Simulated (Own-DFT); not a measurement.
# Computed records: Si7Ge (layered order of Si and Ge on the diamond lattice, atoms displaced)

Computed with Own-DFT development build. A calculation, not a measurement: plane-wave PBE density functional theory by an unreviewed code, no spin, of a simulated periodic cell, stress positive in tension, free energy of the whole cell less one offset for each atom, forces on such cells passed a denser k mesh, this cell's mesh not checked; offsets are fitted by least squares, one for each functional and potential file, so energies compare only between cells with the same atoms and settings and are not formation energies; the far tail of each file's local potential was reset to the Coulomb form; each entry is a single point on an unrelaxed cell, so the pressure reflects the starting lattice, mostly measured values, from which strain is counted, and rises with the displacements; printed positions are rounded, which can move forces by about a meV/angstrom; the program is a retired in-house code; no spin-orbit coupling.

Common to all runs: functional PBE; potential files PseudoDojo norm-conserving, scalar-relativistic, standard set; wave cutoff 42 hartree; occupations Fermi-Dirac; smearing width 0.1 eV; k mesh 3 x 3 x 3 centred on Gamma.

```yaml
- entry: 1
  formula: Si7Ge
  kind: "layered order of Si and Ge on the diamond lattice, atoms displaced"
  structure:
    cell_angstrom: [[10.9187, 0.0, 0.0], [0.0, 10.9187, 0.0], [0.0, 0.0, 10.9187]]
    atoms_fractional:
      - [Ge, 0.00123, 0.99853, 0.00512]
      - [Si, 0.99766, 0.24682, 0.24934]
      - [Si, 0.24897, 0.00329, 0.25259]
      - [Ge, 0.2491, 0.25095, 0.00151]
      - [Si, 0.12619, 0.12492, 0.12724]
      - [Si, 0.12984, 0.37653, 0.37819]
      - [Si, 0.37702, 0.12661, 0.37225]
      - [Si, 0.3785, 0.3735, 0.12345]
      - [Si, 0.00074, 0.00093, 0.49618]
      - [Si, 0.9964, 0.2536, 0.75137]
      - [Si, 0.25002, 0.00269, 0.75255]
      - [Si, 0.24809, 0.25016, 0.49789]
      - [Si, 0.1234, 0.12634, 0.62295]
      - [Si, 0.12723, 0.37479, 0.87793]
      - [Si, 0.3753, 0.12496, 0.87459]
      - [Si, 0.37219, 0.37851, 0.62107]
      - [Ge, 0.00114, 0.49618, 0.99969]
      - [Si, 0.00108, 0.74856, 0.2506]
      - [Si, 0.25117, 0.50122, 0.25188]
      - [Ge, 0.24548, 0.75207, 0.99611]
      - [Si, 0.12672, 0.62745, 0.12911]
      - [Si, 0.12513, 0.87367, 0.37646]
      - [Si, 0.37434, 0.62833, 0.37492]
      - [Si, 0.37493, 0.87641, 0.1274]
      - [Si, 0.99887, 0.49586, 0.50226]
      - [Si, 0.00021, 0.74896, 0.75178]
      - [Si, 0.24566, 0.5083, 0.74805]
      - [Si, 0.24899, 0.75237, 0.49855]
      - [Si, 0.12952, 0.62931, 0.62664]
      - [Si, 0.12316, 0.86986, 0.87686]
      - [Si, 0.37656, 0.6259, 0.87605]
      - [Si, 0.37111, 0.87398, 0.62463]
      - [Ge, 0.50301, 0.00321, 0.99872]
      - [Si, 0.49874, 0.25084, 0.24686]
      - [Si, 0.75181, 0.99781, 0.24756]
      - [Ge, 0.74253, 0.25017, 0.99831]
      - [Si, 0.62409, 0.12307, 0.12495]
      - [Si, 0.62953, 0.37744, 0.37308]
      - [Si, 0.88154, 0.12936, 0.37571]
      - [Si, 0.8729, 0.37359, 0.12618]
      - [Si, 0.5024, 0.00272, 0.49996]
      - [Si, 0.50558, 0.25237, 0.74592]
      - [Si, 0.75121, 0.00238, 0.74756]
      - [Si, 0.74903, 0.24981, 0.49826]
      - [Si, 0.62681, 0.12379, 0.6241]
      - [Si, 0.6258, 0.37901, 0.86907]
      - [Si, 0.8781, 0.12734, 0.88059]
      - [Si, 0.87878, 0.37454, 0.6255]
      - [Ge, 0.50125, 0.50078, 0.00509]
      - [Si, 0.50441, 0.74959, 0.24596]
      - [Si, 0.7503, 0.50123, 0.25003]
      - [Ge, 0.7539, 0.7462, 0.9969]
      - [Si, 0.62812, 0.62986, 0.12396]
      - [Si, 0.62538, 0.87046, 0.3764]
      - [Si, 0.87864, 0.61668, 0.37395]
      - [Si, 0.87506, 0.87892, 0.12678]
      - [Si, 0.50124, 0.50326, 0.4966]
      - [Si, 0.50265, 0.7461, 0.74942]
      - [Si, 0.74774, 0.50256, 0.74926]
      - [Si, 0.74859, 0.75182, 0.4992]
      - [Si, 0.62706, 0.6295, 0.62975]
      - [Si, 0.62916, 0.87516, 0.86739]
      - [Si, 0.87824, 0.62833, 0.87126]
      - [Si, 0.87629, 0.87465, 0.62512]
  results:
    "free_energy_of_cell_above_offsets [eV]": "-5.178"
    "pressure [GPa]": 2.24
    "stress_xx [GPa]": -2.24
    "stress_yy [GPa]": -2.21
    "stress_zz [GPa]": -2.26
    "stress_yz [GPa]": 0.66
    "stress_xz [GPa]": 0.02
    "stress_xy [GPa]": 0.29
    force_element: [Ge, Si, Si, Ge, Si, Si, Si, Si, Si, Si, Si, Si, Si, Si, Si, Si, Ge, Si, Si, Ge, Si, Si, Si, Si, Si, Si, Si, Si, Si, Si, Si, Si, Ge, Si, Si, Ge, Si, Si, Si, Si, Si, Si, Si, Si, Si, Si, Si, Si, Ge, Si, Si, Ge, Si, Si, Si, Si, Si, Si, Si, Si, Si, Si, Si, Si]
    "force_x [eV/angstrom]": [0.273, 0.824, 0.247, 0.386, -0.117, -0.858, -0.1, -0.664, 0.026, 0.782, -0.421, 0.573, -0.053, -0.119, 0.344, 0.244, -0.178, -0.325, 0.278, 1.054, -0.151, -0.131, 0.382, -0.051, 0.893, 0.202, 0.923, 0.22, -1.13, -0.292, -0.131, 0.673, -0.29, 0.615, -0.24, 0.589, 0.148, -0.741, -1.169, -0.153, -0.451, -1.008, 0.651, 0.475, 0.055, -0.342, -0.443, -1.166, 0.195, -0.714, 0.111, -0.022, 0.107, -0.083, -0.356, -0.01, 0.132, -0.705, 0.95, 0.804, -0.12, -0.322, -0.115, 0.011]
    "force_y [eV/angstrom]": [0.138, 0.996, -0.531, -0.307, 0.098, -0.184, 0.064, 0.324, -0.26, -0.494, -0.446, -0.233, -0.002, 0.243, 0.558, -0.017, 0.69, 0.238, -0.127, -0.469, -0.5, 0.296, -0.05, 0.118, 0.541, 0.404, -1.124, -0.117, -0.037, 1.277, -0.094, 0.336, -0.902, -0.031, 0.557, 0.22, 0.214, -0.242, -0.74, -0.087, -0.567, -0.006, 0.051, 0.109, 0.291, -0.072, -0.233, 0.08, 0.104, 0.23, -0.005, 1.072, -0.662, 0.828, 0.979, -1.091, 0.008, 0.841, 0.017, -0.698, -0.596, -0.046, -1.171, 0.221]
    "force_z [eV/angstrom]": [-0.529, -0.034, -0.025, -0.106, 0.398, -0.668, 0.442, 0.818, 0.6, 0.235, -0.263, 0.286, 0.392, -1.272, -0.534, 0.276, 0.388, 0.168, -0.223, 0.978, -0.189, -0.397, -0.273, -0.079, 0.068, -0.67, 0.657, 0.086, -0.709, -0.998, -0.375, 0.215, -0.23, 0.411, 0.92, 0.117, 0.753, 0.016, -0.099, 0.154, -0.113, 0.026, 0.288, 0.203, -0.133, 0.245, -0.847, 0.041, -0.739, 0.495, -0.405, 0.03, 0.498, -0.416, 0.356, 0.288, 0.436, 0.174, -0.19, 0.16, -1.111, 0.318, -0.062, -0.247]
- entry: 2
  formula: Si7Ge
  kind: "layered order of Si and Ge on the diamond lattice, atoms displaced"
  structure:
    cell_angstrom: [[10.9187, 0.0, 0.0], [0.0, 10.9187, 0.0], [0.0, 0.0, 10.9187]]
    atoms_fractional:
      - [Ge, 0.00184, 0.99835, 0.9976]
      - [Si, 0.99907, 0.2464, 0.24856]
      - [Si, 0.2479, 0.00271, 0.24996]
      - [Ge, 0.25057, 0.25097, 0.00171]
      - [Si, 0.12201, 0.12538, 0.12527]
      - [Si, 0.12015, 0.37667, 0.37537]
      - [Si, 0.37861, 0.12535, 0.37008]
      - [Si, 0.37667, 0.37171, 0.1236]
      - [Si, 0.9982, 0.99805, 0.49835]
      - [Si, 0.00386, 0.25128, 0.75163]
      - [Si, 0.24827, 0.0015, 0.75122]
      - [Si, 0.25007, 0.2543, 0.49626]
      - [Si, 0.13054, 0.12662, 0.62305]
      - [Si, 0.12757, 0.37114, 0.87267]
      - [Si, 0.37635, 0.12621, 0.88101]
      - [Si, 0.37112, 0.37341, 0.62496]
      - [Ge, 0.99788, 0.50175, 0.99933]
      - [Si, 0.99835, 0.74854, 0.24152]
      - [Si, 0.25069, 0.49829, 0.25009]
      - [Ge, 0.25211, 0.75373, 0.00029]
      - [Si, 0.12224, 0.61971, 0.12273]
      - [Si, 0.12494, 0.87324, 0.37345]
      - [Si, 0.37452, 0.62707, 0.37423]
      - [Si, 0.37528, 0.87867, 0.12473]
      - [Si, 0.99347, 0.4996, 0.49858]
      - [Si, 0.00105, 0.75105, 0.75349]
      - [Si, 0.25237, 0.5072, 0.74743]
      - [Si, 0.25388, 0.74984, 0.49985]
      - [Si, 0.12337, 0.62085, 0.62726]
      - [Si, 0.12917, 0.88152, 0.88017]
      - [Si, 0.37275, 0.61899, 0.87141]
      - [Si, 0.3762, 0.87525, 0.62499]
      - [Ge, 0.49787, 0.00164, 0.00389]
      - [Si, 0.49679, 0.24582, 0.25185]
      - [Si, 0.74889, 0.99588, 0.24893]
      - [Ge, 0.74925, 0.24736, 0.00063]
      - [Si, 0.62163, 0.13017, 0.12862]
      - [Si, 0.62682, 0.37405, 0.37778]
      - [Si, 0.87863, 0.12347, 0.376]
      - [Si, 0.873, 0.37264, 0.12012]
      - [Si, 0.50027, 0.99897, 0.50223]
      - [Si, 0.50336, 0.25379, 0.75161]
      - [Si, 0.75177, 0.00622, 0.74737]
      - [Si, 0.7537, 0.24671, 0.49558]
      - [Si, 0.6291, 0.12481, 0.62616]
      - [Si, 0.63022, 0.37805, 0.8689]
      - [Si, 0.87379, 0.12418, 0.87463]
      - [Si, 0.87173, 0.38032, 0.62394]
      - [Ge, 0.50077, 0.49663, 0.00237]
      - [Si, 0.50069, 0.75227, 0.25327]
      - [Si, 0.74654, 0.4995, 0.24729]
      - [Ge, 0.74795, 0.75242, 0.00179]
      - [Si, 0.62391, 0.62146, 0.12744]
      - [Si, 0.63044, 0.87423, 0.37724]
      - [Si, 0.8747, 0.62299, 0.38078]
      - [Si, 0.87116, 0.87654, 0.12472]
      - [Si, 0.49772, 0.50142, 0.50062]
      - [Si, 0.50086, 0.75286, 0.74829]
      - [Si, 0.74987, 0.50133, 0.75095]
      - [Si, 0.75418, 0.75438, 0.49936]
      - [Si, 0.62642, 0.62357, 0.62171]
      - [Si, 0.62466, 0.87554, 0.87391]
      - [Si, 0.87738, 0.63, 0.87021]
      - [Si, 0.87384, 0.87906, 0.62467]
  results:
    "free_energy_of_cell_above_offsets [eV]": "-5.027"
    "pressure [GPa]": 2.26
    "stress_xx [GPa]": -2.29
    "stress_yy [GPa]": -2.23
    "stress_zz [GPa]": -2.26
    "stress_yz [GPa]": 0.13
    "stress_xz [GPa]": -0.24
    "stress_xy [GPa]": -0.06
    force_element: [Ge, Si, Si, Ge, Si, Si, Si, Si, Si, Si, Si, Si, Si, Si, Si, Si, Ge, Si, Si, Ge, Si, Si, Si, Si, Si, Si, Si, Si, Si, Si, Si, Si, Ge, Si, Si, Ge, Si, Si, Si, Si, Si, Si, Si, Si, Si, Si, Si, Si, Ge, Si, Si, Ge, Si, Si, Si, Si, Si, Si, Si, Si, Si, Si, Si, Si]
    "force_x [eV/angstrom]": [-0.771, -0.161, 0.059, -0.343, 0.339, 0.149, -0.782, -0.167, 0.797, -0.644, 0.739, 0.086, -0.695, 0.081, -0.029, 0.542, 0.029, -0.023, -0.102, -0.043, 0.758, -0.101, 0.105, -0.095, 0.894, 0.517, -0.639, -0.77, -0.21, -0.178, 0.877, -0.343, 0.757, 0.671, 0.027, -0.293, 0.403, -0.517, -0.403, 0.202, 0.311, -0.407, -0.169, -0.191, -0.668, -0.438, 0.559, 0.245, 0.104, 0.07, 0.674, -0.037, -0.251, -0.744, -0.267, 0.561, 0.085, 0.014, 0.348, -0.22, -0.051, -0.007, -0.635, 0.391]
    "force_y [eV/angstrom]": [0.46, 0.648, -0.252, -0.229, -0.052, -0.138, -0.475, 0.148, 0.183, -0.195, 0.229, -0.502, -0.112, 1.131, 0.087, 0.419, -0.649, -0.164, 0.07, -0.918, 0.693, -0.159, -0.292, -0.398, -0.048, 0.767, -1.618, -0.087, 0.849, -0.95, 1.292, 0.14, -0.039, 1.244, 1.051, 0.172, -0.865, -0.019, -0.334, 0.291, 0.28, -0.484, -0.89, 0.37, 0.528, -0.361, 0.256, -1.034, 0.124, -0.029, -0.371, -0.585, 0.825, 0.141, 0.651, -0.076, -0.384, -0.747, 0.667, -0.665, 0.575, 0.54, -0.37, -0.341]
    "force_z [eV/angstrom]": [0.578, 0.052, 0.002, -0.009, 0.261, -0.319, 1.042, 1.068, 0.301, -0.685, -0.098, -0.151, -0.138, -0.184, -1.331, 0.111, -0.791, 1.029, -0.074, 0.043, 0.561, -0.134, -0.085, 1.143, 0.51, -0.585, 0.016, 0.23, -0.698, -1.289, 0.368, 0.215, -0.362, -0.066, 0.246, -0.472, 0.276, -0.38, -0.601, 1.147, -0.296, -0.264, 0.524, 0.643, -0.477, 0.644, -0.455, 0.287, -0.691, -0.356, 0.618, -0.349, 0.223, -0.074, -1.456, 0.175, -0.108, 0.12, -0.476, 0.42, 0.223, -0.41, 0.379, 0.41]
- entry: 3
  formula: Si7Ge
  kind: "layered order of Si and Ge on the diamond lattice, atoms displaced"
  structure:
    cell_angstrom: [[10.9187, 0.0, 0.0], [0.0, 10.9187, 0.0], [0.0, 0.0, 10.9187]]
    atoms_fractional:
      - [Ge, 0.0019, 0.00214, 0.00589]
      - [Si, 0.00418, 0.25064, 0.25071]
      - [Si, 0.24538, 0.00363, 0.25149]
      - [Ge, 0.24867, 0.24987, 0.00083]
      - [Si, 0.12458, 0.1288, 0.12555]
      - [Si, 0.12173, 0.37365, 0.37678]
      - [Si, 0.37555, 0.12259, 0.37515]
      - [Si, 0.37282, 0.37008, 0.12872]
      - [Si, 0.99867, 0.99821, 0.49412]
      - [Si, 0.99601, 0.25306, 0.74572]
      - [Si, 0.24705, 0.99793, 0.75199]
      - [Si, 0.25132, 0.25291, 0.49804]
      - [Si, 0.12425, 0.13115, 0.62623]
      - [Si, 0.12382, 0.37901, 0.87728]
      - [Si, 0.38005, 0.1235, 0.87343]
      - [Si, 0.37305, 0.37309, 0.62677]
      - [Ge, 0.00056, 0.50006, 0.99325]
      - [Si, 9.0e-05, 0.74689, 0.25136]
      - [Si, 0.25586, 0.49539, 0.24269]
      - [Ge, 0.25148, 0.75465, 0.9981]
      - [Si, 0.12393, 0.62437, 0.12534]
      - [Si, 0.12221, 0.87077, 0.38015]
      - [Si, 0.37189, 0.62388, 0.37431]
      - [Si, 0.36916, 0.87013, 0.12795]
      - [Si, 0.99967, 0.50313, 0.50034]
      - [Si, 0.00167, 0.74892, 0.74971]
      - [Si, 0.25289, 0.5026, 0.75057]
      - [Si, 0.24856, 0.75206, 0.4979]
      - [Si, 0.12774, 0.62198, 0.62215]
      - [Si, 0.12483, 0.87042, 0.87325]
      - [Si, 0.37167, 0.62518, 0.87823]
      - [Si, 0.3772, 0.87484, 0.61993]
      - [Ge, 0.50113, 0.99962, 0.00132]
      - [Si, 0.49638, 0.25033, 0.25367]
      - [Si, 0.75196, 0.9979, 0.24909]
      - [Ge, 0.74765, 0.25669, 0.00613]
      - [Si, 0.62582, 0.12254, 0.12549]
      - [Si, 0.62179, 0.37244, 0.37641]
      - [Si, 0.87698, 0.13056, 0.37804]
      - [Si, 0.87367, 0.37396, 0.12218]
      - [Si, 0.49782, 0.99602, 0.49959]
      - [Si, 0.50027, 0.25005, 0.74882]
      - [Si, 0.74887, 0.00377, 0.74671]
      - [Si, 0.75079, 0.25262, 0.50369]
      - [Si, 0.62469, 0.12207, 0.62704]
      - [Si, 0.62899, 0.37559, 0.87219]
      - [Si, 0.87428, 0.12211, 0.876]
      - [Si, 0.87728, 0.37601, 0.62344]
      - [Ge, 0.50598, 0.49962, 0.00139]
      - [Si, 0.49767, 0.74773, 0.24641]
      - [Si, 0.74774, 0.50159, 0.24514]
      - [Ge, 0.74605, 0.7533, 0.99882]
      - [Si, 0.61994, 0.62473, 0.12828]
      - [Si, 0.62511, 0.87495, 0.37658]
      - [Si, 0.87175, 0.62272, 0.3743]
      - [Si, 0.87912, 0.87241, 0.12212]
      - [Si, 0.49985, 0.49915, 0.50514]
      - [Si, 0.50059, 0.74485, 0.75412]
      - [Si, 0.7511, 0.50036, 0.74863]
      - [Si, 0.74935, 0.75427, 0.4993]
      - [Si, 0.63031, 0.62845, 0.62796]
      - [Si, 0.62425, 0.87211, 0.8761]
      - [Si, 0.87286, 0.62583, 0.87586]
      - [Si, 0.87387, 0.87261, 0.6232]
  results:
    "free_energy_of_cell_above_offsets [eV]": "-4.992"
    "pressure [GPa]": 2.25
    "stress_xx [GPa]": -2.29
    "stress_yy [GPa]": -2.25
    "stress_zz [GPa]": -2.22
    "stress_yz [GPa]": -0.2
    "stress_xz [GPa]": -0.68
    "stress_xy [GPa]": 0.33
    force_element: [Ge, Si, Si, Ge, Si, Si, Si, Si, Si, Si, Si, Si, Si, Si, Si, Si, Ge, Si, Si, Ge, Si, Si, Si, Si, Si, Si, Si, Si, Si, Si, Si, Si, Ge, Si, Si, Ge, Si, Si, Si, Si, Si, Si, Si, Si, Si, Si, Si, Si, Ge, Si, Si, Ge, Si, Si, Si, Si, Si, Si, Si, Si, Si, Si, Si, Si]
    "force_x [eV/angstrom]": [0.121, -0.85, 0.085, 0.342, 0.181, 0.696, -0.247, 0.961, 0.044, 0.42, 0.437, -0.17, 0.067, 0.459, -0.739, 0.243, -0.52, -0.093, -1.255, -0.677, 0.379, 0.081, 0.351, 0.589, -0.077, -0.359, -0.381, 0.374, -0.048, -0.34, 0.69, -0.459, -0.338, 0.514, 0.288, -0.054, -0.201, 0.364, -0.367, 0.93, 0.536, 0.172, 0.261, -0.319, -0.332, -0.42, -0.13, -0.379, -1.042, -0.11, 0.013, 0.42, 0.783, -0.28, -0.049, -0.439, 0.071, -0.271, 0.362, 0.101, -0.547, -0.193, -0.024, 0.371]
    "force_y [eV/angstrom]": [-0.352, 0.186, -0.748, -0.096, -0.219, 0.704, 0.148, 0.101, 0.485, -0.278, 0.342, -0.461, -0.821, -0.741, 0.042, 0.284, 0.419, 0.023, 0.643, -0.852, -0.128, 0.55, -0.213, 1.267, -0.334, -0.342, -0.44, -0.532, 0.537, 0.866, -0.281, -0.458, -0.478, -0.624, 0.266, -1.33, 0.422, 0.529, -0.503, 0.728, 0.638, 0.004, -1.055, -0.306, 0.495, -0.005, 0.758, 0.468, -0.496, 0.301, -0.578, -0.729, 0.409, -0.02, 0.297, -0.023, 0.383, 0.493, 0.027, -0.686, -0.327, 0.84, 0.169, 0.633]
    "force_z [eV/angstrom]": [-0.977, -0.097, 0.144, -0.601, 0.621, -0.383, 0.198, -0.564, 1.11, 1.031, -0.54, 0.167, -0.415, -1.489, -0.262, -0.024, 1.137, 0.015, 1.164, 0.29, 0.092, -1.043, 0.016, 0.478, -0.277, -0.315, 0.084, 0.297, 0.359, -0.133, -0.387, 1.141, 0.237, -0.3, 0.291, -0.996, 0.869, -0.022, -0.581, 1.126, -0.14, 0.133, 0.665, -0.235, -0.677, -0.432, -0.294, 0.025, -0.257, 1.021, 0.644, 0.595, -0.07, -0.729, 0.017, 1.019, -0.232, -0.445, 0.003, -0.063, -0.362, -1.142, -0.747, 0.244]
- entry: 4
  formula: Si7Ge
  kind: "layered order of Si and Ge on the diamond lattice, atoms displaced"
  structure:
    cell_angstrom: [[10.9187, 0.0, 0.0], [0.0, 10.9187, 0.0], [0.0, 0.0, 10.9187]]
    atoms_fractional:
      - [Ge, 0.00254, 0.99832, 6.0e-05]
      - [Si, 0.99957, 0.25269, 0.25023]
      - [Si, 0.24661, 0.99906, 0.25171]
      - [Ge, 0.24947, 0.24644, 0.99775]
      - [Si, 0.12193, 0.12793, 0.1234]
      - [Si, 0.12351, 0.37738, 0.37447]
      - [Si, 0.37512, 0.12654, 0.37654]
      - [Si, 0.37449, 0.37791, 0.12674]
      - [Si, 0.0049, 0.99592, 0.50187]
      - [Si, 0.99851, 0.25188, 0.75124]
      - [Si, 0.24713, 0.00017, 0.75016]
      - [Si, 0.25194, 0.25189, 0.50464]
      - [Si, 0.12376, 0.12441, 0.62489]
      - [Si, 0.12505, 0.37537, 0.87564]
      - [Si, 0.37378, 0.12665, 0.87559]
      - [Si, 0.37482, 0.3751, 0.62605]
      - [Ge, 0.99938, 0.50499, 0.99937]
      - [Si, 0.00287, 0.75292, 0.24701]
      - [Si, 0.25477, 0.49716, 0.25034]
      - [Ge, 0.25374, 0.74823, 0.00472]
      - [Si, 0.1266, 0.62613, 0.1246]
      - [Si, 0.12882, 0.87723, 0.3731]
      - [Si, 0.37579, 0.62464, 0.37319]
      - [Si, 0.37711, 0.87226, 0.12752]
      - [Si, 0.00255, 0.50033, 0.498]
      - [Si, 0.00157, 0.74716, 0.74914]
      - [Si, 0.25264, 0.50169, 0.75269]
      - [Si, 0.24994, 0.74944, 0.4998]
      - [Si, 0.12555, 0.62481, 0.62581]
      - [Si, 0.12738, 0.87522, 0.87466]
      - [Si, 0.37213, 0.61941, 0.87663]
      - [Si, 0.37789, 0.87329, 0.62114]
      - [Ge, 0.50038, 0.00046, 0.99887]
      - [Si, 0.49792, 0.25234, 0.24629]
      - [Si, 0.75082, 0.99761, 0.25303]
      - [Ge, 0.74996, 0.25555, 0.99913]
      - [Si, 0.62673, 0.12201, 0.1242]
      - [Si, 0.62742, 0.3704, 0.37423]
      - [Si, 0.87678, 0.11995, 0.37431]
      - [Si, 0.87404, 0.3743, 0.12891]
      - [Si, 0.50476, 0.00111, 0.50106]
      - [Si, 0.49916, 0.24802, 0.7462]
      - [Si, 0.7511, 0.99919, 0.75052]
      - [Si, 0.74627, 0.25044, 0.49739]
      - [Si, 0.62652, 0.12562, 0.62518]
      - [Si, 0.62594, 0.37391, 0.87273]
      - [Si, 0.87822, 0.12228, 0.87027]
      - [Si, 0.87396, 0.37633, 0.62468]
      - [Ge, 0.5016, 0.50424, 0.0008]
      - [Si, 0.49955, 0.74898, 0.2524]
      - [Si, 0.74995, 0.49697, 0.25259]
      - [Ge, 0.74927, 0.75163, 0.99801]
      - [Si, 0.62365, 0.62284, 0.12358]
      - [Si, 0.62299, 0.87906, 0.37449]
      - [Si, 0.87805, 0.63022, 0.37615]
      - [Si, 0.87633, 0.86998, 0.12488]
      - [Si, 0.50419, 0.50032, 0.50595]
      - [Si, 0.49913, 0.74965, 0.74745]
      - [Si, 0.74602, 0.49971, 0.74969]
      - [Si, 0.74792, 0.75369, 0.49741]
      - [Si, 0.6242, 0.62747, 0.62105]
      - [Si, 0.62529, 0.87485, 0.87574]
      - [Si, 0.87248, 0.62488, 0.87144]
      - [Si, 0.87381, 0.87493, 0.62088]
  results:
    "free_energy_of_cell_above_offsets [eV]": "-5.493"
    "pressure [GPa]": 2.17
    "stress_xx [GPa]": -2.19
    "stress_yy [GPa]": -2.15
    "stress_zz [GPa]": -2.18
    "stress_yz [GPa]": -0.12
    "stress_xz [GPa]": -0.23
    "stress_xy [GPa]": -0.28
    force_element: [Ge, Si, Si, Ge, Si, Si, Si, Si, Si, Si, Si, Si, Si, Si, Si, Si, Ge, Si, Si, Ge, Si, Si, Si, Si, Si, Si, Si, Si, Si, Si, Si, Si, Ge, Si, Si, Ge, Si, Si, Si, Si, Si, Si, Si, Si, Si, Si, Si, Si, Ge, Si, Si, Ge, Si, Si, Si, Si, Si, Si, Si, Si, Si, Si, Si, Si]
    "force_x [eV/angstrom]": [-0.435, -0.053, 0.705, 0.053, 0.266, 0.607, 0.036, 0.126, -0.406, 0.233, 0.656, -0.5, 0.076, -0.074, 0.278, 0.199, -0.181, 0.142, -0.832, -0.24, 0.086, -0.454, 0.125, -0.049, -0.43, -0.334, -0.602, 0.098, 0.245, 0.01, 0.602, -0.382, -0.225, 0.32, 0.173, 0.375, 0.059, -0.819, 0.133, 0.271, -0.629, 0.036, -0.066, 1.001, 0.14, -0.7, -0.385, -0.086, -0.222, 0.373, 0.141, 0.059, 0.635, 0.075, -0.242, -0.231, -0.51, -0.068, 0.277, 0.106, 0.431, -0.279, 0.033, 0.253]
    "force_y [eV/angstrom]": [0.002, -0.457, 0.682, 0.807, -0.316, -0.419, -0.069, -0.477, 0.345, -0.069, -0.071, -0.178, 0.369, 0.165, -0.482, 0.365, -0.556, -0.345, 0.554, 0.251, -0.361, -0.623, -0.288, 0.597, 0.248, 0.525, -0.571, -0.077, -0.177, -0.567, 1.065, 0.451, -0.148, -0.547, 0.004, -1.073, 0.52, 0.64, 0.496, 0.517, 0.209, 0.146, -0.051, -0.504, -0.133, 0.186, 0.395, -0.048, -1.017, 0.034, 0.661, -0.512, 0.543, -0.521, -0.358, 0.741, -0.401, -0.219, 0.238, -0.186, 0.141, 0.061, 0.044, -0.178]
    "force_z [eV/angstrom]": [-0.044, 0.18, -0.577, 0.518, 0.896, 0.102, -0.114, -0.436, -0.386, -0.409, -0.285, -0.624, 0.244, -0.485, -0.975, 0.198, 0.2, 0.484, 0.096, -0.702, 0.867, 0.393, 0.712, 0.517, 0.392, -0.006, -0.464, -0.225, -0.113, -0.275, -0.549, 0.346, 0.165, 0.321, -0.704, -0.043, 0.567, -0.021, 0.419, -0.06, -0.077, 0.51, -0.266, 0.33, 0.084, -0.4, 0.352, -0.229, -0.366, -0.227, -0.001, 0.234, 1.12, -0.06, -0.304, 0.369, -1.122, 0.503, -0.403, -0.093, 0.631, -0.945, -0.355, 0.596]
```
